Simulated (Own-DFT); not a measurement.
# Response to strain: diamond silicon, 64 atoms (Si64)

Everything here is calculated. The program is Own-DFT (plane waves, in-house, since retired, never reviewed by a person); positions were held fixed, and spin and spin-orbit coupling were off.

Common settings: PBE; PseudoDojo norm-conserving scalar-relativistic files; cutoff 20 hartree; 3 x 3 x 3 k mesh centred on Gamma; Fermi-Dirac smearing of 0.1 eV.

Caveats: k mesh not checked against a denser one; stress not checked against mesh or cutoff.

Unstrained cell vectors in Å: (10.862, 0.000, 0.000); (0.000, 10.862, 0.000); (0.000, 0.000, 10.862). The unstrained cell has measured lattice constants (interpolated for alloys), not those of this functional. That, the random moves and any unrelaxed bonds set the pressure at no strain. The cell is deformed uniformly in each run, and the atoms keep their fractional places. All atoms carry random offsets, Gaussian with a width of 0.05 Å per axis. Stress is counted positive in tension, P = -(s_xx + s_yy + s_zz)/3, and strain components are those of the symmetric tensor.

```
run  e_xx (%)  e_yy (%)  e_zz (%)  e_yz (%)  e_xz (%)  e_xy (%)  s_xx (GPa)  s_yy (GPa)  s_zz (GPa)  s_yz (GPa)  s_xz (GPa)  s_xy (GPa)  P (GPa)  E (meV/atom)
  1      0.30      0.13      1.92      1.55      0.72      0.79       -0.93       -1.19        0.52        3.32        0.94        1.58     0.54           8.7
  2     -0.03      1.17     -1.18      0.39     -0.31      0.61       -2.71       -1.63       -3.78        1.45       -0.97        1.89     2.71          12.7
  3     -1.00      0.43      0.48      0.68     -0.89      1.86       -3.50       -2.41       -2.14        2.46       -2.35        2.76     2.68          11.0
  4     -0.95      0.89      1.58      0.26      1.04      1.18       -2.40       -0.84       -0.06        0.56        1.69        2.75     1.10           0.0
  5      1.94     -1.75      1.07      0.68     -0.46      1.18       -0.05       -3.26       -0.99        0.72       -1.18        1.95     1.44          15.5
  6     -1.36     -0.98     -0.45     -1.01     -0.97      0.23       -5.83       -5.59       -4.92       -1.59       -1.73        1.04     5.45          23.3
  7      1.11      0.98     -0.87     -1.40      1.73      1.40       -0.92       -1.22       -2.82       -2.85        4.04        3.01     1.65          13.4
  8      0.28     -1.76     -0.34     -1.82     -0.10     -1.77       -3.91       -5.65       -4.53       -5.33       -1.30       -3.90     4.70          30.7
  9     -1.47     -0.69      1.96     -1.14     -1.03      1.54       -4.43       -3.65       -1.16       -2.33       -1.33        3.74     3.08          32.6
 10     -0.76     -0.56      0.41      1.76     -0.20     -0.11       -4.11       -3.92       -2.97        4.42       -1.96        0.05     3.67          19.4
 11     -0.81      0.67      0.80      0.74     -0.55     -0.46       -2.84       -1.68       -1.29        0.64       -1.18       -0.26     1.94          12.3
 12      1.39      0.48      0.47     -0.54     -1.45      1.57       -0.22       -1.10       -0.99       -0.92       -2.19        3.32     0.77          25.5
 13     -1.05     -0.26     -1.81     -1.36     -1.35      1.53       -6.06       -5.36       -6.88       -3.97       -2.89        2.35     6.10          42.5
 14     -1.21     -1.43     -1.41      0.58     -0.81     -0.05       -6.72       -6.69       -6.76        0.52       -1.81        0.26     6.72          23.0
 15      1.74     -0.40      1.69     -1.41     -0.25      0.66        0.72       -1.13        0.65       -2.98       -0.77        1.38    -0.08           7.1
 16     -1.38      1.20      1.87      1.21      1.04     -0.94           ?           ?           ?           ?           ?           ?        ?             ?
```

E is the free energy for each atom above the lowest run shown.

## Worked fit

Regress every stress component on the fractional strains (shears doubled) of the visible runs, with a constant. Shear strains stay in the fit of a normal stress only where such slopes are resolved. The slopes, in GPa:

```
stress  at no strain  per e_xx  per e_yy  per e_zz  scatter
  s_xx          -2.8   155 ± 4    74 ± 5    70 ± 4     0.17
  s_yy          -2.8    67 ± 4   155 ± 4    69 ± 4     0.16
  s_zz          -2.8    59 ± 4    74 ± 5   164 ± 4     0.17
```

The slope of each shear stress on twice its own strain, from a fit on all six strains: yz 113 ± 9, xz 94 ± 10, xy 89 ± 9 GPa. These are stiffnesses along x, y and z of the frame in which the cell vectors are given, which need not be the crystal's axes. The atoms are held to the strained lattice; where symmetry lets them move under strain, relaxing them would lower some slopes. Symmetry asks for nearly equal slopes across the diagonal; the mismatch is a measure of noise. A ninth of the table's sum, 98 ± 2 GPa, estimates the bulk modulus near the mean pressure of these runs, 2.8 GPa, so it lies above the value at zero pressure.

## Prediction

Asked: what normal stresses and pressure should run 16 give?

From the fit: s_xx = -2.7, s_yy = -0.6, s_zz = 0.3 and P = 1.0 GPa. DFT gave -2.88, -0.71, -0.09 and P = 1.23 GPa.
